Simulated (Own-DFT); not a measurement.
AlGa3N4 (wurtzite random alloy, strained, atoms displaced), In3GaP4 (zincblende random alloy, atoms displaced) (calculated)

Computed with Own-DFT development build. A calculation, not a measurement: plane-wave PBE density functional theory by an unreviewed code, no spin, of a simulated periodic cell, stress positive in tension, free energy of the whole cell less one offset for each atom, forces on such cells passed a denser k mesh, this cell's mesh not checked; offsets are fitted by least squares, one for each functional and potential file, so energies compare only between cells with the same atoms and settings and are not formation energies; the far tail of each file's local potential was reset to the Coulomb form; each entry is a single point on an unrelaxed cell, so the pressure reflects the starting lattice, mostly measured values, from which strain is counted, and rises with the displacements; printed positions are rounded, which can move forces by about a meV/angstrom; the program is a retired in-house code; no spin-orbit coupling.

Common to all runs: functional PBE; potential files PseudoDojo norm-conserving, scalar-relativistic, standard set; wave cutoff 42 hartree; occupations Fermi-Dirac; smearing width 0.1 eV.

(1) AlGa3N4 (wurtzite random alloy, strained, atoms displaced)

```
cell vectors (Å)
   9.3666     0.0000     0.0000
  -4.6833     8.1117     0.0000
   0.0000     0.0000    10.2685
atoms (fractions of the cell vectors)
Ga  0.11467  0.21725  0.00056
Ga  0.22944  0.12217  0.25518
N   0.10269  0.22015  0.18645
N   0.22410  0.12030  0.43937
Al  0.10772  0.21958  0.49140
Ga  0.22486  0.12012  0.75388
N   0.10106  0.21042  0.69677
N   0.21049  0.09930  0.93825
Ga  0.10268  0.55326  0.98976
Al  0.22767  0.44571  0.25597
N   0.11547  0.55397  0.19240
N   0.22544  0.43639  0.43769
Ga  0.11037  0.55933  0.50115
Ga  0.22403  0.45469  0.74056
N   0.09885  0.55722  0.68763
N   0.22969  0.45004  0.94228
Ga  0.11749  0.88699  0.99954
Ga  0.22280  0.78066  0.25102
N   0.10885  0.88812  0.18383
N   0.22035  0.77087  0.43589
Ga  0.11777  0.88848  0.50875
Ga  0.22214  0.78361  0.74981
N   0.11110  0.88549  0.68793
N   0.21638  0.77608  0.94536
Al  0.43921  0.22309  0.00277
Al  0.56131  0.11170  0.25623
N   0.45302  0.22602  0.18514
N   0.54742  0.10665  0.43487
Ga  0.44426  0.21688  0.50520
Ga  0.55485  0.11123  0.75242
N   0.44421  0.22675  0.68292
N   0.55077  0.10962  0.93584
Ga  0.44456  0.55258  0.00045
Al  0.56321  0.45103  0.25308
N   0.43783  0.55319  0.18421
N   0.55766  0.44521  0.43967
Ga  0.44776  0.55040  0.50315
Ga  0.55198  0.44594  0.75511
N   0.44489  0.56255  0.68088
N   0.54819  0.44120  0.94007
Ga  0.44568  0.88645  0.99755
Al  0.56682  0.78318  0.26444
N   0.44953  0.89457  0.18799
N   0.55787  0.77667  0.44087
Ga  0.44437  0.89323  0.49975
Al  0.55958  0.78341  0.75581
N   0.44651  0.89461  0.68364
N   0.55667  0.77857  0.94077
Ga  0.77195  0.22745  0.99324
Ga  0.88321  0.10776  0.26252
N   0.77762  0.21941  0.18146
N   0.89031  0.10810  0.44337
Al  0.78299  0.21894  0.50065
Ga  0.87933  0.10474  0.75141
N   0.77286  0.21367  0.69588
N   0.89004  0.11159  0.94105
Ga  0.77492  0.55658  0.00028
Ga  0.87977  0.44187  0.24937
N   0.77992  0.55755  0.19656
N   0.89729  0.44938  0.43352
Al  0.77121  0.54502  0.50626
Ga  0.88966  0.44880  0.75082
N   0.76995  0.54540  0.69310
N   0.88771  0.44258  0.94075
Ga  0.78036  0.88494  0.99142
Ga  0.88797  0.77174  0.26045
N   0.78338  0.88918  0.18756
N   0.87975  0.77397  0.44103
Ga  0.78881  0.90177  0.48896
Ga  0.89422  0.77594  0.74593
N   0.78013  0.88990  0.68710
N   0.88248  0.76914  0.94641
```

* k mesh: 4 x 4 x 3 centred on Gamma
* free energy of cell above offsets: 9.167 eV
* pressure: 13.91 GPa
* stress xx: -15.32 GPa
* stress yy: -15.05 GPa
* stress zz: -11.36 GPa
* stress yz: 0.68 GPa
* stress xz: 0.6 GPa
* stress xy: 0.52 GPa

Force:
```
element  x (eV/Å)  y (eV/Å)  z (eV/Å)
     Ga    -1.861     1.052     0.292
     Ga    -0.234      -1.1    -1.561
      N     0.967      1.06     1.574
      N     0.074     -1.42     0.737
     Al      0.78      0.61     2.271
     Ga     0.276    -0.992    -0.339
      N    -0.233     2.258    -2.721
      N     2.271     1.828    -0.089
     Ga     2.307    -0.178     2.888
     Al    -1.116    -0.284    -1.617
      N    -0.459    -0.408    -0.424
      N    -1.048     0.316     0.364
     Ga     1.223     -1.11    -0.511
     Ga    -0.028    -1.716     1.508
      N     1.897     0.795    -0.229
      N    -1.282    -0.989     -1.91
     Ga    -2.377    -0.281     1.342
     Ga     0.359    -0.424    -1.236
      N     0.145     0.706     1.582
      N    -0.133     1.645     0.787
     Ga    -1.095      0.13    -2.341
     Ga     1.251    -0.511      0.95
      N     -0.17     1.368     0.743
      N     1.963    -0.235    -2.356
     Al     0.404    -0.901    -0.132
     Al    -0.653    -0.072    -2.342
      N     0.223     0.563     0.681
      N     2.284     1.494      0.25
     Ga     -0.69      1.11    -1.445
     Ga    -0.903     0.251    -0.253
      N     0.188    -0.374     1.962
      N    -1.418     0.573     0.494
     Ga    -0.712     1.152      0.83
     Al    -1.285    -0.725    -0.532
      N     1.765     0.708     2.544
      N     1.288    -0.559    -0.768
     Ga    -0.592       0.7    -1.248
     Ga    -0.579    -0.055    -0.496
      N     0.375     0.781     2.463
      N     1.115    -1.104    -0.066
     Ga    -0.428     0.251     1.507
     Al    -1.107    -0.647    -3.376
      N     1.027    -0.082     1.108
      N    -0.341     0.464     0.032
     Ga     0.601    -1.554    -0.282
     Al         0    -0.248    -1.311
      N     0.564    -1.296     1.349
      N     0.081    -0.472    -1.839
     Ga     1.473    -1.962     1.152
     Ga      0.44     0.353    -3.598
      N    -1.001    -0.204      1.67
      N    -0.785     3.735    -0.016
     Al    -1.427     0.857     0.604
     Ga     1.302     0.193     1.262
      N    -0.361     1.863     -2.66
      N    -0.609     0.069    -0.453
     Ga     0.112    -1.228     1.235
     Ga     2.591    -0.188     -0.66
      N    -1.461    -0.678    -1.481
      N        -2    -1.995     2.062
     Al     0.362     1.011    -0.658
     Ga    -0.606    -2.049     0.766
      N    -0.123     1.089    -1.517
      N    -1.519     0.665    -1.196
     Ga    -0.746      1.39     2.048
     Ga     0.318     1.654    -1.702
      N    -1.082    -0.732     1.002
      N      2.04    -1.046      1.65
     Ga    -0.791    -4.147     3.045
     Ga    -1.643    -0.212     1.055
      N    -0.661    -1.507    -0.117
      N     1.493     0.994    -2.324
```

(2) In3GaP4 (zincblende random alloy, atoms displaced)

```
cell vectors (Å)
  11.5283     0.0000     0.0000
   0.0000    11.5283     0.0000
   0.0000     0.0000    11.5283
atoms (fractions of the cell vectors)
Ga  0.99740  0.00087  0.00839
In  0.00359  0.24885  0.25025
In  0.25096  0.98502  0.25682
In  0.24141  0.24745  0.00694
P   0.12665  0.13062  0.12061
P   0.11861  0.37339  0.36763
P   0.37511  0.11853  0.37879
P   0.37181  0.37366  0.13134
In  0.98686  0.00360  0.49529
Ga  0.99335  0.24186  0.74962
Ga  0.25817  0.00269  0.74957
In  0.26260  0.25343  0.49308
P   0.12920  0.12751  0.62370
P   0.12481  0.37872  0.86863
P   0.38314  0.12774  0.87228
P   0.36147  0.37690  0.61462
Ga  0.99532  0.49941  0.00387
In  0.99683  0.75505  0.24659
In  0.24677  0.50827  0.23968
In  0.24950  0.74991  0.99743
P   0.12490  0.62723  0.12103
P   0.12631  0.87663  0.37360
P   0.37679  0.62091  0.38179
P   0.37862  0.88481  0.11700
In  0.98943  0.49924  0.50713
In  0.00030  0.74587  0.74782
In  0.25966  0.51011  0.74304
In  0.25083  0.76633  0.49856
P   0.12515  0.63725  0.61557
P   0.12070  0.87160  0.87163
P   0.37535  0.62637  0.86906
P   0.37486  0.88154  0.62480
In  0.50380  0.01574  0.98831
Ga  0.50931  0.25242  0.24282
In  0.73333  0.98394  0.25574
In  0.75087  0.24593  0.99612
P   0.62649  0.13499  0.11144
P   0.63272  0.37033  0.37784
P   0.87637  0.12593  0.37712
P   0.88280  0.37182  0.12755
In  0.49336  0.99170  0.50572
In  0.49828  0.25751  0.75466
Ga  0.75063  0.01031  0.74016
In  0.74877  0.24706  0.49647
P   0.62670  0.11360  0.62237
P   0.61764  0.37773  0.86952
P   0.86804  0.12640  0.87611
P   0.86489  0.37095  0.62593
In  0.50505  0.50289  0.00274
In  0.50273  0.75564  0.24806
In  0.74381  0.51047  0.25222
In  0.75381  0.74877  0.98427
P   0.62199  0.62959  0.12800
P   0.63029  0.88050  0.36923
P   0.87530  0.63721  0.36868
P   0.87799  0.87591  0.12685
Ga  0.51272  0.49996  0.50435
In  0.49787  0.75936  0.75306
Ga  0.74527  0.49162  0.75179
In  0.75303  0.75821  0.50479
P   0.62963  0.61889  0.62386
P   0.62465  0.87930  0.87072
P   0.87716  0.62889  0.88074
P   0.87425  0.87427  0.63189
```

* k mesh: 3 x 3 x 3 centred on Gamma
* free energy of cell above offsets: -27.327 eV
* pressure: 4.87 GPa
* stress xx: -4.77 GPa
* stress yy: -4.87 GPa
* stress zz: -4.97 GPa
* stress yz: 0.57 GPa
* stress xz: 0.19 GPa
* stress xy: -0.71 GPa

Force:
```
element  x (eV/Å)  y (eV/Å)  z (eV/Å)
     Ga     0.316     0.142    -0.655
     In    -0.374    -0.708    -0.136
     In     0.513     1.811    -1.369
     In     1.386      1.34    -1.891
      P    -1.368    -2.876     1.051
      P     0.972     1.097      1.21
      P     1.208     0.565    -1.587
      P     1.249    -0.562    -0.214
     In     1.649    -0.717     1.302
     Ga     0.613     0.499    -0.001
     Ga    -0.875     0.303     0.214
     In    -2.237    -0.768    -0.958
      P    -0.299    -0.293      0.84
      P    -1.109     0.022     0.157
      P    -2.751     0.234    -0.884
      P     3.178     1.362     0.896
     Ga     0.541    -0.248    -0.358
     In     1.244    -0.355     0.002
     In     0.228    -0.544      1.51
     In     0.217     0.404    -0.115
      P     -1.34    -0.108    -0.782
      P    -1.812    -0.188      0.48
      P     0.705     0.186     0.125
      P     0.262    -0.526    -0.097
     In     0.644     0.255    -0.858
     In     0.018      0.01     0.201
     In    -1.663      -0.4     -0.26
     In     0.458    -1.301    -0.179
      P     0.066     -1.07     0.199
      P     0.461     1.995     0.389
      P       0.7     0.286     1.071
      P    -1.228     -0.48     1.767
     In     0.409    -1.541     0.944
     Ga    -0.548     -0.08     0.508
     In     3.648     4.257    -3.692
     In     0.549     2.247    -0.183
      P    -0.768    -0.792      2.75
      P     -2.05     0.819    -0.836
      P    -1.185     0.077    -1.749
      P    -0.995     1.292    -0.878
     In      1.34     1.022    -1.322
     In    -0.475    -0.513    -2.168
     Ga     0.269    -0.851     0.859
     In     0.062    -0.786     0.729
      P    -0.089     1.004     0.562
      P     1.844     0.826     0.571
      P     1.522    -1.527    -1.306
      P     0.444     0.021     1.683
     In    -0.969    -0.198     0.037
     In     -1.17    -0.159     0.393
     In     0.905     -0.93    -0.117
     In      -1.1     1.108     1.788
      P     0.637     0.379    -1.067
      P      -3.4    -3.024     3.903
      P    -0.321    -0.898     1.111
      P    -0.713     1.035    -1.323
     Ga    -0.921    -0.447     -0.42
     In     0.295    -0.911    -0.691
     Ga     0.371     0.551    -0.024
     In    -0.361    -0.674    -0.438
      P    -0.182      -0.1     0.541
      P     1.168     1.038    -0.423
      P     0.653    -2.934    -1.258
      P    -0.441     1.325     0.443
```

(3) In3GaP4 (zincblende random alloy, atoms displaced)

```
cell vectors (Å)
  11.5283     0.0000     0.0000
   0.0000    11.5283     0.0000
   0.0000     0.0000    11.5283
atoms (fractions of the cell vectors)
In  0.00059  0.99581  0.99320
In  0.99860  0.26680  0.24101
In  0.25339  0.98971  0.25276
In  0.24963  0.24369  0.99596
P   0.11672  0.12416  0.12993
P   0.13767  0.38339  0.38880
P   0.37297  0.13499  0.36752
P   0.37476  0.38310  0.12043
Ga  0.00406  0.00318  0.49913
In  0.00079  0.25121  0.75796
In  0.25507  0.99965  0.74874
In  0.24315  0.25195  0.50557
P   0.12863  0.12010  0.62683
P   0.12263  0.37872  0.87699
P   0.37587  0.12440  0.88543
P   0.37592  0.37201  0.62555
In  0.99704  0.49598  0.99592
In  0.99761  0.74805  0.25679
In  0.24425  0.49292  0.25592
In  0.24363  0.74044  0.00880
P   0.13845  0.62345  0.11991
P   0.12416  0.87270  0.38554
P   0.37254  0.62412  0.37603
P   0.37340  0.86663  0.12586
In  0.99853  0.48617  0.48716
Ga  0.00143  0.75622  0.74874
In  0.23655  0.48374  0.75028
In  0.24079  0.73673  0.51060
P   0.11467  0.63215  0.62474
P   0.13599  0.87421  0.87521
P   0.37632  0.62509  0.87392
P   0.36448  0.88417  0.62107
In  0.50925  0.99563  0.00788
In  0.50277  0.25372  0.25252
In  0.74101  0.01064  0.24248
In  0.75493  0.25248  0.00062
P   0.62204  0.12120  0.12784
P   0.63042  0.39169  0.37836
P   0.86963  0.11299  0.36691
P   0.87552  0.38044  0.14196
Ga  0.49291  0.99911  0.49215
Ga  0.49464  0.26092  0.75754
In  0.73969  0.99043  0.74949
In  0.75423  0.25729  0.50052
P   0.62309  0.13443  0.62628
P   0.62196  0.36481  0.88622
P   0.87521  0.13216  0.88967
P   0.86747  0.38374  0.61882
In  0.49058  0.51426  0.01089
In  0.51677  0.73302  0.25217
In  0.75323  0.51112  0.25135
In  0.75708  0.75274  0.99974
P   0.61730  0.62258  0.13355
P   0.61980  0.88806  0.38349
P   0.88087  0.63204  0.36350
P   0.85931  0.87555  0.13217
Ga  0.49984  0.49358  0.50805
Ga  0.50563  0.76139  0.73964
Ga  0.75812  0.50371  0.75545
Ga  0.74293  0.74342  0.49940
P   0.61677  0.63207  0.63247
P   0.63235  0.87815  0.88159
P   0.87208  0.60604  0.87704
P   0.86688  0.87964  0.62180
```

* k mesh: 3 x 3 x 3 centred on Gamma
* free energy of cell above offsets: -24.853 eV
* pressure: 5.31 GPa
* stress xx: -5.41 GPa
* stress yy: -5.27 GPa
* stress zz: -5.25 GPa
* stress yz: 0.33 GPa
* stress xz: 1.21 GPa
* stress xy: 0.4 GPa

Force:
```
element  x (eV/Å)  y (eV/Å)  z (eV/Å)
     In    -0.124    -0.331     0.927
     In     1.775    -2.519     2.579
     In    -0.403     0.679     0.019
     In     -0.63     0.645     1.273
      P     0.772    -0.175    -0.138
      P    -0.933    -1.704    -1.493
      P    -0.055    -1.244     1.324
      P    -0.766    -1.513     0.847
     Ga    -0.631    -0.243      -0.1
     In    -0.657    -0.224    -1.001
     In    -0.005     0.824     1.141
     In     1.278    -1.205     0.086
      P    -1.618     0.073    -0.312
      P    -0.261    -1.598     0.997
      P     1.313    -0.118    -1.681
      P     0.938     0.198     0.402
     In     0.576     0.058     1.782
     In     1.855     1.855    -2.123
     In     1.463     0.993    -1.018
     In     2.307     1.893    -2.394
      P    -3.458    -1.908     2.257
      P    -0.443     0.612     0.067
      P     0.708    -0.726     1.017
      P     0.959    -0.163     0.224
     In    -1.236     2.402      1.32
     Ga    -0.372     0.097      0.03
     In     1.562     2.461    -1.128
     In     1.654     1.225    -1.186
      P    -1.581    -1.801      1.68
      P    -1.447    -0.873    -0.403
      P    -0.157     0.896    -1.635
      P     2.474    -1.267    -0.879
     In    -1.496    -0.345    -0.294
     In     0.254     1.043    -0.344
     In      0.19    -1.626     1.364
     In    -0.544     0.237     1.626
      P    -0.381     2.337    -0.854
      P    -1.049     -0.59     0.584
      P     1.931     1.576     1.627
      P    -1.551     1.222     -2.67
     Ga    -0.317     1.074     0.793
     Ga     0.408     -1.04    -0.093
     In      0.75     2.155     -0.49
     In    -0.649    -1.332    -0.852
      P    -1.464    -0.422     0.158
      P      -0.5     1.968    -1.451
      P     0.214    -1.311    -2.007
      P     0.599     0.308     1.989
     In     0.696    -0.802    -1.472
     In    -2.645     3.377     2.682
     In    -0.515    -0.077      0.04
     In    -0.537    -1.471    -0.083
      P     3.106     -0.91    -2.756
      P     0.481    -1.449     0.005
      P    -1.895    -0.995     3.207
      P     2.023    -0.018    -0.239
     Ga    -0.224     0.872    -0.388
     Ga     -1.03      0.31     0.981
     Ga    -1.651    -0.867     -0.68
     Ga     0.172     0.736     0.031
      P     0.981    -1.024    -0.588
      P    -1.615    -1.585    -0.645
      P    -0.029     2.553    -1.049
      P     1.425    -1.199    -0.611
```
